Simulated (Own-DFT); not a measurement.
SiC (4H silicon carbide, atoms displaced) (calculated)

A calculation, not a measurement: plane-wave PBE density functional theory by an unreviewed code, no spin, of a simulated periodic cell, stress positive in tension, free energy of the whole cell less one offset for each atom, forces on such cells passed a denser k mesh, this cell's mesh not checked; offsets are fitted by least squares, one for each functional and potential file, so energies compare only between cells with the same atoms and settings and are not formation energies; the far tail of each file's local potential was reset to the Coulomb form; each entry is a single point on an unrelaxed cell, so the pressure reflects the starting lattice, mostly measured values (interpolated for alloys), from which strain is counted, and rises with the displacements; printed positions are rounded, which can move forces by about a meV/angstrom; the program, named Own-DFT, is a retired in-house code; no spin-orbit coupling. Program: Own-DFT development build.

Common to all runs: functional PBE; potential files PseudoDojo norm-conserving, scalar-relativistic, standard set; wave cutoff 42 hartree; occupations Fermi-Dirac; smearing width 0.1 eV; hardware one NVIDIA H100; k mesh 4 x 4 x 3 centred on Gamma.

(1) SiC (4H silicon carbide, atoms displaced)

```
SiC
1.0
      9.2481     0.0000     0.0000
     -4.6241     8.0091     0.0000
      0.0000     0.0000    10.0681
Si C Si C Si C Si C Si C Si C Si C Si C Si C Si C Si C Si C Si C Si C Si C Si C Si C Si C
2 2 2 2 2 2 2 2 2 2 2 2 2 2 2 2 2 2 2 2 2 2 2 2 2 2 2 2 2 2 2 2 2 2 2 2
Direct
  0.01075 0.00466 0.39973
  0.11713 0.23187 0.15217
  0.00207 0.99001 0.10007
  0.10031 0.21732 0.34447
  0.00267 0.32811 0.39971
  0.12299 0.57013 0.15128
  0.99765 0.33457 0.09373
  0.10975 0.56004 0.34530
  0.00056 0.66677 0.41135
  0.10110 0.87565 0.16331
  0.00573 0.65574 0.08606
  0.10961 0.88328 0.34321
  0.33636 0.98647 0.39996
  0.42463 0.20512 0.16092
  0.33694 0.99585 0.08649
  0.44959 0.22775 0.35653
  0.33805 0.34413 0.39887
  0.44885 0.55355 0.15219
  0.34597 0.33587 0.09290
  0.46183 0.56914 0.33699
  0.33311 0.66629 0.40188
  0.44137 0.88453 0.15459
  0.33720 0.66511 0.09262
  0.44785 0.88474 0.34747
  0.66651 0.00060 0.39423
  0.77511 0.21158 0.15191
  0.64898 0.98463 0.09122
  0.78032 0.22434 0.34362
  0.66723 0.33802 0.40047
  0.77281 0.54622 0.15443
  0.67012 0.33747 0.09241
  0.78206 0.55546 0.32973
  0.66428 0.64861 0.41242
  0.76277 0.88724 0.15641
  0.66015 0.66672 0.09199
  0.77575 0.88177 0.33076
  0.99465 0.00030 0.90773
  0.88523 0.78066 0.65793
  0.99706 0.99057 0.58736
  0.88288 0.76927 0.84637
  0.00846 0.67638 0.90636
  0.86946 0.43439 0.65390
  0.00003 0.66871 0.58729
  0.90087 0.44797 0.85221
  0.99988 0.33814 0.91572
  0.88195 0.10880 0.64811
  0.00308 0.34644 0.59459
  0.89508 0.11732 0.84569
  0.65660 0.99367 0.90981
  0.54576 0.78792 0.64604
  0.65781 0.99911 0.59676
  0.56030 0.77557 0.83795
  0.66165 0.65889 0.91295
  0.56293 0.43499 0.66268
  0.65771 0.67059 0.59056
  0.54003 0.42770 0.84808
  0.65687 0.33150 0.90940
  0.54431 0.10743 0.65556
  0.67048 0.33797 0.59743
  0.55250 0.10300 0.83629
  0.32311 0.99752 0.90371
  0.23289 0.78734 0.65881
  0.33750 0.01397 0.59577
  0.21690 0.77482 0.83827
  0.33210 0.66147 0.90557
  0.21689 0.44823 0.65961
  0.32729 0.66080 0.59269
  0.22431 0.45878 0.84932
  0.33827 0.33342 0.90753
  0.19869 0.10261 0.65850
  0.33182 0.33446 0.59069
  0.21812 0.10712 0.84264
```

- free energy of cell above offsets: -3.911 eV
- pressure: 5.66 GPa
- stress xx: -6.24 GPa
- stress yy: -4.08 GPa
- stress zz: -6.67 GPa
- stress yz: -0.16 GPa
- stress xz: -0.72 GPa
- stress xy: -0.3 GPa
- wall time: 358 s

Force:
```tsv
element	x (eV/Å)	y (eV/Å)	z (eV/Å)
Si	-1.799	-2.111	0.156
Si	-0.087	-1.937	0.32
C	-2.163	1.623	-1.233
C	3.106	1.438	-1.567
Si	-2.071	2.199	1.875
Si	0.013	-2.964	1.718
C	1.025	-0.045	1.362
C	1.333	-0.641	-1.287
Si	-0.343	-0.46	-1.588
Si	1.093	0.097	-2.163
C	-2.834	2.102	1.369
C	1.023	0.643	0.58
Si	-2.277	2.549	2.304
Si	2.911	1.995	0.19
C	-1.634	-0.715	1.762
C	-1.201	-2.186	-2.61
Si	-0.512	-0.908	1.885
Si	-0.544	0.448	0.614
C	-2.154	-0.8	0.315
C	-2.388	-2.221	0.342
Si	0.351	-0.991	1.01
Si	-0.904	-0.614	0.491
C	0.144	0.071	-0.104
C	-0.471	0.06	-1.976
Si	1.694	-0.228	2.133
Si	-1.084	1.523	0.392
C	1.233	2.45	0.287
C	-0.557	-0.557	-0.64
Si	1.527	-0.047	0.73
Si	0.401	1.855	-1.899
C	-0.721	-3.072	0.5
C	0.02	-0.154	3.667
Si	0.27	3.078	-1.816
Si	3.063	-0.696	-1.46
C	1.826	-0.175	0.268
C	0.149	0.623	3.86
Si	0.616	-0.805	0.671
Si	0.108	-1.899	-0.604
C	-2.367	0.913	-0.237
C	-0.264	1.033	-0.142
Si	-0.743	-2.21	-1.022
Si	5.15	3.515	2.283
C	-0.674	-0.138	2.692
C	-3.563	0.055	-1.8
Si	0.977	-0.612	-2.261
Si	0.591	1.025	1.37
C	-0.539	-2.629	-1.164
C	-1.211	-0.661	-0.056
Si	1.359	0.259	-2.365
Si	2.073	-2.813	1.883
C	0.307	1.685	-2.508
C	-1.155	-0.189	0.645
Si	-0.15	0.451	-2.287
Si	-4.422	1.801	-0.849
C	1.577	-0.9	1.515
C	2.496	2.836	-1.063
Si	2.791	-0.773	-0.412
Si	1.681	1.334	-0.065
C	-1.696	-2.667	-2.443
C	-1.179	0.936	2.197
Si	1.863	-0.296	-0.916
Si	-1.622	-0.996	-1.805
C	-1.388	-2.568	-1.31
C	1.385	1.046	1.49
Si	0.245	3.362	-0.101
Si	1.417	-0.617	0.075
C	-0.385	1.7	-0.806
C	0.984	-4.191	-0.64
Si	-3.445	-1.218	-0.288
Si	3.382	2.53	-0.889
C	-0.419	-0.145	0.817
C	-1.217	0.613	0.61
```

(2) SiC (4H silicon carbide, atoms displaced)

```
SiC
1.0
      9.2481     0.0000     0.0000
     -4.6241     8.0091     0.0000
      0.0000     0.0000    10.0681
Si C Si C Si C Si C Si C Si C Si C Si C Si C Si C Si C Si C Si C Si C Si C Si C Si C Si C
2 2 2 2 2 2 2 2 2 2 2 2 2 2 2 2 2 2 2 2 2 2 2 2 2 2 2 2 2 2 2 2 2 2 2 2
Direct
  0.98421 0.00120 0.39753
  0.10559 0.22150 0.15011
  0.00806 0.00586 0.09230
  0.12004 0.22978 0.33981
  0.99936 0.33059 0.40618
  0.11784 0.55539 0.15405
  0.99383 0.33285 0.10006
  0.11351 0.54981 0.33610
  0.98684 0.66578 0.40536
  0.11082 0.89760 0.16191
  0.99052 0.65655 0.09759
  0.10648 0.89954 0.35991
  0.33676 0.99879 0.40793
  0.45378 0.21539 0.14836
  0.32418 0.99757 0.08155
  0.44567 0.23450 0.35531
  0.32447 0.32941 0.40226
  0.44014 0.56366 0.15977
  0.33942 0.34574 0.09061
  0.43606 0.56052 0.34489
  0.33190 0.66233 0.41264
  0.43892 0.87784 0.16294
  0.33017 0.65858 0.09009
  0.44329 0.88722 0.33843
  0.65955 0.00506 0.40561
  0.77480 0.22300 0.15909
  0.66583 0.99522 0.09255
  0.79098 0.22719 0.34217
  0.67201 0.33718 0.40673
  0.77433 0.55417 0.15311
  0.65318 0.33268 0.09395
  0.78443 0.55217 0.35569
  0.66160 0.67052 0.39806
  0.77855 0.88878 0.16271
  0.65926 0.66095 0.10724
  0.78067 0.88964 0.34888
  0.00024 0.99076 0.90641
  0.87862 0.77434 0.65719
  0.00099 0.99537 0.59502
  0.87410 0.77700 0.84182
  0.99927 0.67559 0.92091
  0.89107 0.45046 0.65299
  0.99443 0.66396 0.60165
  0.88364 0.43928 0.83916
  0.00239 0.34222 0.90848
  0.89456 0.10911 0.65133
  0.00615 0.33779 0.59059
  0.88887 0.11677 0.84070
  0.67349 0.99102 0.90961
  0.54428 0.76791 0.65513
  0.65740 0.99444 0.58830
  0.54751 0.76986 0.83641
  0.65978 0.65910 0.91345
  0.56634 0.45008 0.66406
  0.66692 0.66474 0.59802
  0.55345 0.44383 0.84626
  0.66264 0.33372 0.90906
  0.55396 0.11054 0.65499
  0.67893 0.33715 0.59542
  0.54452 0.10846 0.85122
  0.32665 0.99562 0.91379
  0.22178 0.78070 0.65485
  0.33035 0.00165 0.59972
  0.22481 0.78009 0.84618
  0.32524 0.66029 0.90104
  0.23459 0.46335 0.65950
  0.33379 0.67708 0.59153
  0.22389 0.44712 0.83663
  0.33195 0.33064 0.89938
  0.22877 0.12746 0.65911
  0.32612 0.32293 0.58053
  0.21688 0.12432 0.83911
```

- free energy of cell above offsets: -4.153 eV
- pressure: 5.79 GPa
- stress xx: -5.34 GPa
- stress yy: -4.76 GPa
- stress zz: -7.25 GPa
- stress yz: -0.08 GPa
- stress xz: -0.26 GPa
- stress xy: -2.31 GPa
- wall time: 362.9 s

Force:
```tsv
element	x (eV/Å)	y (eV/Å)	z (eV/Å)
Si	4.201	2.494	3.432
Si	1.587	1.704	0.74
C	-1.489	-1.451	0.151
C	-2.829	-2.244	-0.831
Si	1.681	1.522	0.091
Si	-1.562	-0.678	0.611
C	0.403	0.258	-1.878
C	-1.069	1.494	2.068
Si	4.452	1.844	1.693
Si	0.72	-1.303	0.734
C	0.79	1.97	1.031
C	1.388	-1.476	-2.795
Si	-1.827	1.316	0.932
Si	-5.457	-0.079	2.512
C	1.064	-0.572	5.855
C	2.453	-2.351	-2.685
Si	1.236	1.647	0.087
Si	1.006	-2.336	-0.039
C	-0.177	-1.831	-0.06
C	1.941	-0.725	0.065
Si	-1.938	0.678	-1.75
Si	-0.324	0.972	-3.61
C	-0.824	1.748	-0.57
C	-0.55	-0.061	2.056
Si	1.489	-0.225	0.018
Si	-0.081	-0.307	-1.104
C	-0.294	0	1.512
C	-2.891	-1.38	0.199
Si	-0.31	-1.008	1.041
Si	-0.107	-0.89	2.284
C	4.421	1.361	-0.457
C	-4.208	0.099	-3.435
Si	1.168	-1.719	2.272
Si	0.134	0.242	-1.117
C	0.529	1.583	-1.571
C	-3.545	-0.669	-1.658
Si	-2.001	2.31	-1.031
Si	1.645	1.093	-0.203
C	-0.667	0.608	-0.715
C	1.82	-0.487	1.81
Si	0.219	-1.542	-4.058
Si	1.548	-1.48	1.053
C	0.349	1.527	-1.632
C	-0.256	1.547	1.891
Si	-0.396	-1.551	-0.877
Si	-1.237	0.447	0.55
C	-0.081	0.168	0.517
C	0.88	-0.746	0.944
Si	-2.261	1.097	-1.769
Si	1.819	2.087	-0.45
C	0.922	0.277	0.865
C	0.439	0.181	2.295
Si	-0.968	0.878	-0.529
Si	-0.62	-1.582	-2.358
C	-1.843	-0.107	-1.811
C	0.255	-0.104	0.177
Si	0.944	-1.045	-1.232
Si	0.121	0.256	1.411
C	-1.947	-0.946	-0.31
C	1.644	0.048	-0.617
Si	0.322	1.015	-5.114
Si	-1.454	0.414	1.056
C	0.469	0.317	-0.943
C	-1.473	-0.606	0.105
Si	0.839	1.312	0.651
Si	-0.641	-3.378	-2.586
C	-0.003	-0.979	0.47
C	-0.264	-0.295	1.818
Si	-0.679	1.924	2.081
Si	-0.408	-3.53	-1.266
C	0.301	4.234	2.786
C	1.481	-2.99	1.201
```

(3) SiC (4H silicon carbide, atoms displaced)

```
SiC
1.0
      9.2481     0.0000     0.0000
     -4.6241     8.0091     0.0000
      0.0000     0.0000    10.0681
Si C Si C Si C Si C Si C Si C Si C Si C Si C Si C Si C Si C Si C Si C Si C Si C Si C Si C
2 2 2 2 2 2 2 2 2 2 2 2 2 2 2 2 2 2 2 2 2 2 2 2 2 2 2 2 2 2 2 2 2 2 2 2
Direct
  0.99513 0.00081 0.40774
  0.10667 0.21899 0.15650
  0.00423 0.99558 0.09204
  0.11171 0.22191 0.33634
  0.99818 0.31957 0.40676
  0.11125 0.54961 0.14839
  0.00045 0.34251 0.10194
  0.10605 0.55161 0.34398
  0.99880 0.66928 0.40832
  0.10644 0.88900 0.15812
  0.00237 0.67041 0.09259
  0.11497 0.90622 0.34814
  0.32630 0.99758 0.40763
  0.44139 0.22343 0.16606
  0.34023 0.00865 0.09793
  0.45279 0.22582 0.34695
  0.32743 0.33478 0.40778
  0.43089 0.54799 0.15416
  0.34998 0.35403 0.08876
  0.43761 0.54572 0.34075
  0.34507 0.67069 0.41511
  0.44682 0.89149 0.16419
  0.31784 0.65289 0.08922
  0.46010 0.89516 0.33984
  0.66381 0.99713 0.39839
  0.77480 0.22185 0.15520
  0.67865 0.01471 0.09147
  0.78191 0.21501 0.34066
  0.66306 0.33477 0.40706
  0.77275 0.54519 0.15447
  0.66988 0.33564 0.09765
  0.78224 0.55478 0.34927
  0.68040 0.67687 0.41315
  0.77282 0.88625 0.14716
  0.66646 0.67330 0.09570
  0.77607 0.89511 0.34954
  0.00599 0.00291 0.91857
  0.90130 0.78517 0.65253
  0.01546 0.00261 0.60024
  0.87366 0.77007 0.84285
  0.99366 0.67010 0.89292
  0.88923 0.45378 0.64796
  0.99602 0.67735 0.59103
  0.88068 0.44587 0.84304
  0.99745 0.33567 0.91236
  0.89157 0.11263 0.66573
  0.99621 0.32059 0.59686
  0.88962 0.11285 0.84808
  0.66111 0.00039 0.91242
  0.53938 0.76582 0.66043
  0.66633 0.99556 0.60222
  0.55119 0.77921 0.84324
  0.68720 0.67720 0.89681
  0.54378 0.44170 0.64810
  0.66685 0.65627 0.59361
  0.55420 0.45512 0.83270
  0.67389 0.33522 0.90529
  0.55846 0.10869 0.66704
  0.66661 0.33111 0.59777
  0.54829 0.10362 0.84072
  0.33022 0.00582 0.90583
  0.22683 0.78453 0.65843
  0.34109 0.00403 0.58586
  0.22025 0.77064 0.83666
  0.32624 0.67295 0.90723
  0.21831 0.43303 0.66301
  0.33277 0.66821 0.58249
  0.23010 0.44371 0.85045
  0.33176 0.33864 0.91365
  0.22930 0.11855 0.65055
  0.34367 0.34529 0.60031
  0.21644 0.10960 0.85113
```

* free energy of cell above offsets: -2.671 eV
* pressure: 6.82 GPa
* stress xx: -6.4 GPa
* stress yy: -5.7 GPa
* stress zz: -8.37 GPa
* stress yz: -0.6 GPa
* stress xz: -0.21 GPa
* stress xy: -1.67 GPa
* wall time: 350.6 s

Force:
```tsv
element	x (eV/Å)	y (eV/Å)	z (eV/Å)
Si	0.235	0.861	0.505
Si	0.563	1.184	-1.25
C	-1.804	1.059	1.985
C	0.453	-0.774	1.945
Si	-1.182	2.285	-0.186
Si	-2.465	2.638	3.202
C	0.404	-3.777	-2.155
C	0.929	0.741	0.567
Si	1.31	0.04	-1.422
Si	2.069	-0.428	0.426
C	-0.341	-0.658	-0.822
C	-0.011	-2.764	-1.045
Si	2.31	1.234	-1.148
Si	0.628	1.109	-1.897
C	-0.711	-1.302	-0.37
C	-2.469	-0.893	0.502
Si	1.411	-0.296	-0.215
Si	1.262	4.277	1.131
C	-0.599	-5.762	1.506
C	0.62	2.057	0.804
Si	-1.423	-1.103	-5.605
Si	-0.198	-0.557	-2.779
C	1.744	3.152	0.476
C	-3.586	-1.999	1.552
Si	1.05	2.048	3.47
Si	0.734	1.606	1.25
C	-0.964	-2.835	0.525
C	-1.554	0.889	0.564
Si	2.533	-0.325	1.002
Si	-0.031	3.432	0.994
C	-0.858	-1.654	-1.201
C	-1.022	0.455	-1.079
Si	-1.371	-1.959	-1.624
Si	0.695	1.074	2.001
C	0.278	-1.999	-1.103
C	1.623	-1.165	-1.645
Si	-1.732	-0.633	-3.552
Si	-3.512	-0.443	1.431
C	-2.757	0.668	-1.372
C	7.397	5.64	-2.791
Si	0.889	-0.601	2.457
Si	0.385	-1.514	1.084
C	3.497	-1.382	0.378
C	2.628	0.566	-0.895
Si	0.506	0.217	-0.772
Si	-0.302	-2.021	-0.724
C	-0.141	2.257	-0.558
C	-0.01	-0.161	1.517
Si	0.802	-0.382	-2.289
Si	2.36	1.843	-0.725
C	0.16	-0.236	-1.275
C	0.257	-0.078	1.33
Si	-9.049	-4.714	3.401
Si	5.458	1.567	2.417
C	-0.811	2.611	0.252
C	0.956	-1.512	2.19
Si	-3.497	-0.56	-0.155
Si	0.386	0.32	-3.775
C	-0.705	-0.12	-0.88
C	-0.119	1.329	3.035
Si	0.942	-0.857	0.789
Si	-0.099	-0.467	-2.529
C	-0.444	0.013	2.543
C	-2.135	1.864	1.121
Si	2.941	-1.636	-0.068
Si	-1.041	1.73	-0.373
C	-0.982	-1.084	5.43
C	-3.322	0.827	-0.926
Si	2.53	-0.227	-2.167
Si	1.248	-0.24	1.803
C	-3.771	-3.516	-2.856
C	0.826	1.04	-1.356
```
